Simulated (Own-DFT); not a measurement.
# One host, several defects: zincblende GaAs

Everything here is calculated. The program is Own-DFT (plane waves, in-house, since retired, never reviewed by a person); positions were held fixed, and spin and spin-orbit coupling were off.

Method: PBE; PseudoDojo norm-conserving scalar-relativistic files; cutoff 42 hartree; 3 x 3 x 3 k mesh centred on Gamma; Fermi-Dirac smearing of 0.1 eV.

Keep in mind (not all hold for every row): not probed for a lower state with spin; forces not confirmed at this smearing and k mesh; stress not checked against mesh or cutoff.

All runs share one cell, with vectors in Å (11.737, 0.000, 0.000); (0.000, 11.737, 0.000); (0.000, 0.000, 10.833) and a volume of 1492.4 Å³, strained against the parent crystal. u is the rms random offset of the atoms per axis. The defect's site can differ from row to row.

| cell | formula | u (Å) | P (GPa) |
|---|---|---|---|
| no defect | As32Ga32 | 0.0300 | 1.27 |
| no defect | As32Ga32 | 0.0477 | 1.48 |
| no defect | As32Ga32 | 0.0492 | 1.52 |
| one P on an As site | As31Ga32P | 0.0290 | 1.00 |
| one P on an As site | As31Ga32P | 0.0318 | 1.05 |
| one P on an As site | As31Ga32P | 0.0321 | 1.02 |
| one In on a Ga site | As32Ga31In | 0.0428 | 1.96 |
| one In on a Ga site | As32Ga31In | 0.0472 | 2.14 |
| one In on a Ga site | As32Ga31In | 0.0484 | 2.17 |
| one In on a Ga site | As32Ga31In | 0.0494 | ? |
| one Al on a Ga site | AlAs32Ga31 | 0.0285 | 1.20 |
| one Al on a Ga site | AlAs32Ga31 | 0.0294 | 1.23 |
| one Al on a Ga site | AlAs32Ga31 | 0.0503 | 1.62 |
| one As vacancy and one Ga vacancy | As31Ga31 | 0.0299 | 0.99 |
| one As vacancy and one Ga vacancy | As31Ga31 | 0.0487 | 1.31 |
| one As vacancy and one Ga vacancy | As31Ga31 | 0.0527 | 1.28 |

## What the rows give

P = P0 + c u² + a shift for each defect gives P0 = 1.05 GPa, c = 201 ± 20 GPa/Å² and a scatter of 0.05 GPa. The shifts, and each times the cell's volume:

- one In on a Ga site: 0.62 ± 0.04 GPa, 5.7 eV
- one Al on a Ga site: 0.02 ± 0.04 GPa, 0.2 eV (not resolved)
- one P on an As site: -0.22 ± 0.04 GPa, -2.0 eV
- one As vacancy and one Ga vacancy: -0.26 ± 0.04 GPa, -2.4 eV

A positive shift means that the defect pushes the cell outwards. Shift times volume (160.2 GPa Å³ is 1 eV) depends little on the cell's size, so, taken for each site, it can be compared between cells at like pressure. The atoms around the defects weren't relaxed, which would change these numbers.

## Withheld run

Q: what pressure belongs in the blank (one In on a Ga site, u = 0.0494 Å)?

Estimate: 2.16 ± 0.06 GPa. DFT gave 2.16 GPa.
